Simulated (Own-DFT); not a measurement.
# Computed records: GaN (wurtzite, strained, atoms displaced)

All values are calculated (Own-DFT development build). A calculation, not a measurement: plane-wave PBE density functional theory by an unreviewed code, no spin, of a simulated periodic cell, stress positive in tension, free energy of the whole cell less one offset for each atom, forces on such cells passed a denser k mesh, this cell's mesh not checked; offsets are fitted by least squares, one for each functional and potential file, so energies compare only between cells with the same atoms and settings and are not formation energies; the far tail of each file's local potential was reset to the Coulomb form; each entry is a single point on an unrelaxed cell, so the pressure reflects the starting lattice, mostly measured values (interpolated for alloys), from which strain is counted, and rises with the displacements; printed positions are rounded, which can move forces by about a meV/angstrom; the program, named Own-DFT, is a retired in-house code; no spin-orbit coupling.

Common to all runs: functional PBE; potential files PseudoDojo norm-conserving, scalar-relativistic, standard set with the stringent files for Ga; wave cutoff 96 hartree; occupations Gaussian; smearing width 0.01 eV; k mesh 3 x 4 x 3 centred on Gamma.

```yaml
- entry: 1
  formula: GaN
  kind: "wurtzite, strained, atoms displaced"
  structure:
    cell_angstrom: [[12.756, 0.0, 0.0], [-4.7835, 8.2853, 0.0], [0.0, 0.0, 10.5256]]
    atoms_fractional:
      - [Ga, 0.08555, 0.2293, 0.00273]
      - [Ga, 0.17586, 0.1153, 0.25964]
      - ["N", 0.08311, 0.22621, 0.18816]
      - ["N", 0.16881, 0.11217, 0.43629]
      - [Ga, 0.09171, 0.22294, 0.49795]
      - [Ga, 0.17262, 0.11711, 0.74413]
      - ["N", 0.08681, 0.22296, 0.67995]
      - ["N", 0.16712, 0.10905, 0.93794]
      - [Ga, 0.08048, 0.5513, 0.99585]
      - [Ga, 0.16617, 0.44562, 0.24819]
      - ["N", 0.08481, 0.55536, 0.18622]
      - ["N", 0.15393, 0.43858, 0.43579]
      - [Ga, 0.07911, 0.54739, 0.50376]
      - [Ga, 0.17076, 0.44089, 0.75956]
      - ["N", 0.08419, 0.55935, 0.68907]
      - ["N", 0.15844, 0.43757, 0.94252]
      - [Ga, 0.07814, 0.87929, 0.00021]
      - [Ga, 0.17042, 0.774, 0.25894]
      - ["N", 0.08184, 0.88212, 0.18414]
      - ["N", 0.17249, 0.77551, 0.43034]
      - [Ga, 0.08841, 0.88733, 0.50316]
      - [Ga, 0.16311, 0.77849, 0.74629]
      - ["N", 0.08324, 0.89153, 0.68793]
      - ["N", 0.16572, 0.77892, 0.94685]
      - [Ga, 0.33822, 0.23171, 0.9901]
      - [Ga, 0.41436, 0.10816, 0.24726]
      - ["N", 0.3352, 0.2248, 0.19243]
      - ["N", 0.42189, 0.10898, 0.43513]
      - [Ga, 0.34147, 0.23744, 0.49677]
      - [Ga, 0.40872, 0.10902, 0.75586]
      - ["N", 0.33668, 0.2118, 0.68351]
      - ["N", 0.41833, 0.10813, 0.93738]
      - [Ga, 0.33247, 0.55602, 0.00762]
      - [Ga, 0.42223, 0.44032, 0.24909]
      - ["N", 0.33286, 0.56385, 0.18943]
      - ["N", 0.41579, 0.44469, 0.43829]
      - [Ga, 0.33115, 0.55384, 0.50011]
      - [Ga, 0.41152, 0.43985, 0.75344]
      - ["N", 0.33271, 0.54449, 0.69676]
      - ["N", 0.41, 0.44648, 0.94252]
      - [Ga, 0.33573, 0.8886, 0.0063]
      - [Ga, 0.41562, 0.7761, 0.24755]
      - ["N", 0.33733, 0.89176, 0.19849]
      - ["N", 0.41909, 0.78102, 0.43107]
      - [Ga, 0.33707, 0.89094, 0.50998]
      - [Ga, 0.4147, 0.77676, 0.74419]
      - ["N", 0.32212, 0.87475, 0.68829]
      - ["N", 0.41874, 0.78478, 0.93912]
      - [Ga, 0.58959, 0.23023, 0.99243]
      - [Ga, 0.66412, 0.11389, 0.25105]
      - ["N", 0.58738, 0.21646, 0.18918]
      - ["N", 0.66632, 0.11691, 0.44641]
      - [Ga, 0.58662, 0.22376, 0.50143]
      - [Ga, 0.65961, 0.10796, 0.74961]
      - ["N", 0.58323, 0.2074, 0.68995]
      - ["N", 0.666, 0.11494, 0.93646]
      - [Ga, 0.58343, 0.54989, 0.00113]
      - [Ga, 0.66125, 0.44073, 0.2507]
      - ["N", 0.57846, 0.55268, 0.18007]
      - ["N", 0.65843, 0.44163, 0.4427]
      - [Ga, 0.58164, 0.55213, 0.50315]
      - [Ga, 0.6702, 0.45872, 0.75844]
      - ["N", 0.58702, 0.55656, 0.6874]
      - ["N", 0.66553, 0.4391, 0.93438]
      - [Ga, 0.58732, 0.89133, 2.0e-05]
      - [Ga, 0.66978, 0.78975, 0.24805]
      - ["N", 0.58793, 0.88434, 0.19327]
      - ["N", 0.65977, 0.7714, 0.43628]
      - [Ga, 0.58245, 0.89085, 0.50389]
      - [Ga, 0.66919, 0.78621, 0.74667]
      - ["N", 0.58016, 0.88832, 0.68936]
      - ["N", 0.66369, 0.77846, 0.94321]
      - [Ga, 0.83377, 0.21678, 0.99815]
      - [Ga, 0.91551, 0.11178, 0.24911]
      - ["N", 0.8276, 0.22121, 0.191]
      - ["N", 0.91657, 0.11546, 0.43885]
      - [Ga, 0.83447, 0.22244, 0.49255]
      - [Ga, 0.92321, 0.11606, 0.74625]
      - ["N", 0.83545, 0.23244, 0.68782]
      - ["N", 0.90915, 0.10902, 0.92941]
      - [Ga, 0.83594, 0.56057, 0.00485]
      - [Ga, 0.91009, 0.43925, 0.24815]
      - ["N", 0.83298, 0.5651, 0.18716]
      - ["N", 0.91547, 0.44275, 0.43306]
      - [Ga, 0.83753, 0.55649, 0.49811]
      - [Ga, 0.91596, 0.4466, 0.75099]
      - ["N", 0.83502, 0.55747, 0.69454]
      - ["N", 0.91922, 0.44258, 0.93324]
      - [Ga, 0.83561, 0.891, 0.9992]
      - [Ga, 0.92023, 0.77996, 0.24831]
      - ["N", 0.83434, 0.88932, 0.18836]
      - ["N", 0.91492, 0.78212, 0.44341]
      - [Ga, 0.83052, 0.88869, 0.5001]
      - [Ga, 0.91522, 0.76621, 0.7518]
      - ["N", 0.82493, 0.88429, 0.68611]
      - ["N", 0.91925, 0.78091, 0.94626]
  results:
    "free_energy_of_cell_above_offsets [eV]": "-5.478"
    "pressure [GPa]": 4.27
    "stress_xx [GPa]": -6.0
    "stress_yy [GPa]": -5.58
    "stress_zz [GPa]": -1.21
    "stress_yz [GPa]": 0.45
    "stress_xz [GPa]": 0.26
    "stress_xy [GPa]": 1.56
    force_element: [Ga, Ga, "N", "N", Ga, Ga, "N", "N", Ga, Ga, "N", "N", Ga, Ga, "N", "N", Ga, Ga, "N", "N", Ga, Ga, "N", "N", Ga, Ga, "N", "N", Ga, Ga, "N", "N", Ga, Ga, "N", "N", Ga, Ga, "N", "N", Ga, Ga, "N", "N", Ga, Ga, "N", "N", Ga, Ga, "N", "N", Ga, Ga, "N", "N", Ga, Ga, "N", "N", Ga, Ga, "N", "N", Ga, Ga, "N", "N", Ga, Ga, "N", "N", Ga, Ga, "N", "N", Ga, Ga, "N", "N", Ga, Ga, "N", "N", Ga, Ga, "N", "N", Ga, Ga, "N", "N", Ga, Ga, "N", "N"]
    "force_x [eV/angstrom]": [0.13, -1.48, 0.634, 0.87, -1.861, -0.667, 0.278, -0.291, -0.269, -0.335, -0.836, 2.353, -0.357, -1.462, 0.41, 1.417, 1.146, -0.846, 0.674, -0.808, -0.476, -0.183, -0.219, 0.842, -0.356, 0.864, 0.311, -1.155, 0.867, 2.985, -1.748, -0.548, -0.829, -1.583, 0.862, -0.229, -0.624, 2.05, -0.979, 1.361, -0.776, 0.863, -0.418, -0.243, -0.136, -0.026, 1.132, 0.255, -0.294, 1.08, -2.241, 1.042, -0.971, 2.608, -3.281, 0.766, -0.685, 0.312, 1.153, 1.647, -0.252, 0.602, -1.43, -0.027, -0.935, 1.641, -2.621, 0.455, 0.206, -0.886, 0.076, 1.251, -1.168, 0.254, 0.868, 1.016, -0.436, -1.373, 0.383, 1.852, 0.398, 0.749, -0.02, -0.317, -1.144, 0.601, -0.359, -1.248, -0.681, -0.299, 0.089, 1.186, -0.441, -0.768, 2.154, -1.073]
    "force_y [eV/angstrom]": [-2.398, -1.075, -0.708, -0.229, -0.176, -0.845, 0.276, 0.425, 1.062, 0.03, -0.23, 0.402, 1.026, 0.089, -0.835, 1.377, 1.826, -0.014, 1.096, -0.047, -0.207, -0.546, -0.088, -0.41, -2.217, 0.709, -0.238, 0.475, -2.933, -1.099, 1.939, 0.802, 0.948, 0.954, -1.714, 1.236, 0.448, -0.098, 1.305, 0.474, -0.03, 0.937, -0.522, -0.72, 0.02, -0.317, 1.392, -1.047, -1.972, -1.492, 1.337, -0.994, -0.138, 0.123, 2.318, -0.595, 0.902, 0.339, 0.498, 0.451, 0.876, -1.874, -0.009, 1.967, 0.314, -2.069, 1.616, 0.647, -0.082, -1.139, -0.423, -0.716, 0.811, 0.169, -0.215, -0.808, 0.143, -0.365, -1.453, -0.09, -0.846, 1.259, -1.655, 0.505, 0.002, -0.455, -0.867, 0.064, 0.034, 0.65, 0.32, -0.392, 0.17, 2.489, 1.016, -0.874]
    "force_z [eV/angstrom]": [0.152, -2.314, 0.184, 1.216, -0.345, 1.053, 1.054, -0.488, 1.13, 0.276, -0.047, 0.038, -0.172, -0.934, 0.125, -0.738, 0.663, -2.768, 1.284, 3.374, -0.838, 1.641, 0.032, -1.534, 1.585, 0.773, -1.221, 0.586, 0.216, -0.49, -0.271, 0.606, -0.566, 0.246, 0.137, -0.478, -0.294, 0.081, -1.565, -1.007, 0.142, 0.569, -1.737, 1.828, -2.091, 1.454, 0.417, -0.269, 1.337, 1.059, -1.206, -1.478, 0.928, 0.619, -0.452, 0.189, -0.687, 0.154, 1.217, -0.913, -0.038, -1.882, 0.669, 1.084, 0.544, 0.954, -1.34, 0.211, -0.829, 1.197, -0.275, -1.065, 0.167, 0.406, -0.888, -0.376, 1.634, -0.587, -0.533, 0.842, -0.556, -0.359, 0.455, 0.317, 0.34, -0.129, -1.292, 1.135, 0.177, 0.91, -0.254, -0.718, -0.131, 0.323, 0.189, -1.755]
- entry: 2
  formula: GaN
  kind: "wurtzite, strained, atoms displaced"
  structure:
    cell_angstrom: [[12.756, 0.0, 0.0], [-4.7835, 8.2853, 0.0], [0.0, 0.0, 10.5256]]
    atoms_fractional:
      - [Ga, 0.08665, 0.22079, 0.99572]
      - [Ga, 0.16805, 0.10525, 0.2532]
      - ["N", 0.08535, 0.21627, 0.18845]
      - ["N", 0.17297, 0.11553, 0.44131]
      - [Ga, 0.07366, 0.21837, 0.49721]
      - [Ga, 0.17379, 0.11511, 0.75072]
      - ["N", 0.08187, 0.22391, 0.68903]
      - ["N", 0.1654, 0.10649, 0.94469]
      - [Ga, 0.08532, 0.54147, 0.99687]
      - [Ga, 0.16918, 0.45114, 0.24837]
      - ["N", 0.08311, 0.54984, 0.1903]
      - ["N", 0.16139, 0.43902, 0.44518]
      - [Ga, 0.08058, 0.55566, 0.50579]
      - [Ga, 0.16733, 0.44685, 0.75141]
      - ["N", 0.08037, 0.55521, 0.68774]
      - ["N", 0.1566, 0.42986, 0.94169]
      - [Ga, 0.08284, 0.88772, 0.99909]
      - [Ga, 0.16114, 0.77279, 0.24105]
      - ["N", 0.08368, 0.89306, 0.17532]
      - ["N", 0.16092, 0.77027, 0.43877]
      - [Ga, 0.07888, 0.89609, 0.49401]
      - [Ga, 0.17215, 0.78021, 0.73666]
      - ["N", 0.08432, 0.88099, 0.69227]
      - ["N", 0.16534, 0.78179, 0.9395]
      - [Ga, 0.33335, 0.22186, 0.99835]
      - [Ga, 0.41281, 0.11213, 0.24339]
      - ["N", 0.33274, 0.22265, 0.1797]
      - ["N", 0.4126, 0.1027, 0.43708]
      - [Ga, 0.34021, 0.23323, 0.50656]
      - [Ga, 0.40845, 0.10676, 0.74765]
      - ["N", 0.32989, 0.21708, 0.68281]
      - ["N", 0.41669, 0.10236, 0.93921]
      - [Ga, 0.33834, 0.56306, 0.99186]
      - [Ga, 0.41383, 0.45252, 0.25264]
      - ["N", 0.32977, 0.5429, 0.18196]
      - ["N", 0.40999, 0.43861, 0.4409]
      - [Ga, 0.32812, 0.55793, 0.49834]
      - [Ga, 0.41427, 0.44866, 0.75417]
      - ["N", 0.33203, 0.54983, 0.68928]
      - ["N", 0.42036, 0.45414, 0.93521]
      - [Ga, 0.33865, 0.8765, 0.99308]
      - [Ga, 0.41763, 0.77523, 0.24349]
      - ["N", 0.3314, 0.88469, 0.18493]
      - ["N", 0.41215, 0.7693, 0.4365]
      - [Ga, 0.33815, 0.88853, 0.49255]
      - [Ga, 0.41553, 0.77068, 0.74797]
      - ["N", 0.33, 0.8808, 0.68088]
      - ["N", 0.41164, 0.78042, 0.93321]
      - [Ga, 0.58565, 0.22493, 0.00236]
      - [Ga, 0.66554, 0.11833, 0.25352]
      - ["N", 0.57907, 0.21956, 0.18598]
      - ["N", 0.67569, 0.11902, 0.43443]
      - [Ga, 0.58493, 0.22854, 0.49981]
      - [Ga, 0.6677, 0.11784, 0.75588]
      - ["N", 0.58615, 0.21584, 0.68067]
      - ["N", 0.66764, 0.1117, 0.93693]
      - [Ga, 0.57713, 0.55535, 0.00367]
      - [Ga, 0.66858, 0.44679, 0.24054]
      - ["N", 0.57621, 0.55477, 0.19295]
      - ["N", 0.66507, 0.44142, 0.43987]
      - [Ga, 0.5816, 0.54576, 0.49126]
      - [Ga, 0.66536, 0.44032, 0.74905]
      - ["N", 0.58366, 0.55559, 0.68429]
      - ["N", 0.67792, 0.4519, 0.93301]
      - [Ga, 0.57582, 0.89005, 0.00124]
      - [Ga, 0.66861, 0.78313, 0.25427]
      - ["N", 0.59246, 0.8959, 0.19166]
      - ["N", 0.67353, 0.78269, 0.43103]
      - [Ga, 0.57932, 0.90073, 0.50087]
      - [Ga, 0.66653, 0.77646, 0.75579]
      - ["N", 0.58388, 0.90236, 0.68592]
      - ["N", 0.66919, 0.77613, 0.93955]
      - [Ga, 0.83792, 0.22649, 0.99596]
      - [Ga, 0.91521, 0.10475, 0.25706]
      - ["N", 0.83659, 0.21819, 0.18978]
      - ["N", 0.91275, 0.10179, 0.43904]
      - [Ga, 0.83342, 0.22627, 0.49886]
      - [Ga, 0.9081, 0.10972, 0.75104]
      - ["N", 0.8385, 0.22761, 0.69278]
      - ["N", 0.91784, 0.11571, 0.93727]
      - [Ga, 0.83354, 0.5583, 0.00268]
      - [Ga, 0.92098, 0.44579, 0.24766]
      - ["N", 0.8356, 0.54974, 0.19685]
      - ["N", 0.90926, 0.43453, 0.44106]
      - [Ga, 0.83481, 0.55223, 0.49814]
      - [Ga, 0.91255, 0.44404, 0.7516]
      - ["N", 0.8349, 0.56023, 0.69021]
      - ["N", 0.91884, 0.43918, 0.9411]
      - [Ga, 0.83938, 0.89822, 0.00594]
      - [Ga, 0.91725, 0.7752, 0.2492]
      - ["N", 0.83855, 0.8861, 0.18492]
      - ["N", 0.91801, 0.77012, 0.4421]
      - [Ga, 0.83473, 0.8773, 0.49429]
      - [Ga, 0.90765, 0.76708, 0.74475]
      - ["N", 0.83074, 0.88752, 0.69244]
      - ["N", 0.91013, 0.77, 0.93656]
  results:
    "free_energy_of_cell_above_offsets [eV]": "-4.981"
    "pressure [GPa]": 4.15
    "stress_xx [GPa]": -5.68
    "stress_yy [GPa]": -6.22
    "stress_zz [GPa]": -0.54
    "stress_yz [GPa]": 0.66
    "stress_xz [GPa]": -0.24
    "stress_xy [GPa]": 0.97
    force_element: [Ga, Ga, "N", "N", Ga, Ga, "N", "N", Ga, Ga, "N", "N", Ga, Ga, "N", "N", Ga, Ga, "N", "N", Ga, Ga, "N", "N", Ga, Ga, "N", "N", Ga, Ga, "N", "N", Ga, Ga, "N", "N", Ga, Ga, "N", "N", Ga, Ga, "N", "N", Ga, Ga, "N", "N", Ga, Ga, "N", "N", Ga, Ga, "N", "N", Ga, Ga, "N", "N", Ga, Ga, "N", "N", Ga, Ga, "N", "N", Ga, Ga, "N", "N", Ga, Ga, "N", "N", Ga, Ga, "N", "N", Ga, Ga, "N", "N", Ga, Ga, "N", "N", Ga, Ga, "N", "N", Ga, Ga, "N", "N"]
    "force_x [eV/angstrom]": [-0.553, -0.328, -0.629, -0.872, 1.66, -2.289, 0.266, 0.553, -2.213, 0.146, -0.199, -0.02, -0.152, -0.934, 0.442, 2.688, -0.444, 0.344, 0.086, 0.092, 2.383, -1.327, -1.639, 1.725, 0.223, 0.012, 0.071, 0.328, -0.273, 1.746, 0.789, -0.301, -1.103, 1.042, -0.81, 0.225, 0.475, 1.686, -0.559, -0.403, -5.544, -0.113, 0.523, 0.822, -1.857, -0.12, 1.486, 3.736, -0.083, 1.222, 0.338, -1.904, 0.17, 0.62, -1.662, -0.222, 1.91, -0.769, 1.177, 0.658, -0.961, -0.208, -0.435, -2.192, 2.194, 0.836, -1.778, -1.267, 1.582, -0.357, 0.511, -1.249, -0.36, 0.53, -0.836, -0.43, 1.0, 2.117, -1.596, 0.419, 1.388, 0.107, -0.715, 0.974, -0.47, 0.781, -0.231, -0.904, -0.076, 0.479, -0.909, -0.533, -1.265, 1.031, 0.058, 0.436]
    "force_y [eV/angstrom]": [-1.579, 0.938, 0.612, 0.0, 0.12, -1.576, -0.464, 0.915, 2.441, -2.083, 0.59, 0.756, -0.354, -0.936, -0.314, 2.037, -0.763, 0.513, -1.06, 1.022, -0.402, -0.981, 1.337, -1.446, -0.415, -0.493, 0.5, 1.785, -2.275, -0.351, 1.389, 1.113, -1.591, -2.173, 2.252, 1.754, -1.335, -0.619, 0.722, -1.374, 2.423, 0.141, -0.059, 0.959, -0.76, 1.251, 0.959, -2.034, 0.09, -0.009, 0.627, -0.734, -1.456, -0.355, 0.869, -0.075, 0.681, -0.422, 0.412, 0.511, 1.811, 0.227, -0.364, -1.381, 0.33, -0.343, -0.407, -0.902, -0.791, 0.156, -1.549, 0.466, -1.139, 0.654, 0.358, 0.1, -1.394, -0.265, -0.274, -0.626, -0.085, -1.551, 0.72, 1.712, -0.465, 0.696, -2.312, 1.337, -0.805, 0.188, -0.151, 0.141, 0.83, 2.574, -0.014, 1.287]
    "force_z [eV/angstrom]": [1.535, -0.392, 0.266, -0.528, 1.024, 0.183, 0.023, -1.693, 0.629, 0.863, -1.001, -1.219, -0.724, -0.353, 0.646, -1.523, -1.521, 0.899, 2.656, -0.905, 1.668, 1.89, -1.004, -0.689, -0.076, 0.655, 1.222, -0.535, -1.344, 0.221, 1.567, -0.714, 0.992, 0.362, -0.508, -0.834, 0.682, -1.231, -0.247, 0.088, 1.926, 0.528, -0.144, -0.841, 0.394, -0.946, 0.063, -1.115, -0.961, -0.747, 0.136, 0.452, -0.49, -0.698, 1.042, 0.77, -0.037, 1.281, -0.64, -1.351, 0.974, -0.442, 0.138, 0.959, 0.039, -1.094, -0.869, 1.543, -0.235, -0.92, 0.47, 0.634, 1.395, -1.242, -0.307, 0.277, 1.178, 0.144, -1.084, 0.011, 0.157, 0.866, -1.251, -0.9, 0.753, 0.451, -1.286, -0.441, -1.368, -0.028, 1.205, -1.418, 1.529, 1.512, -1.138, 0.139]
```
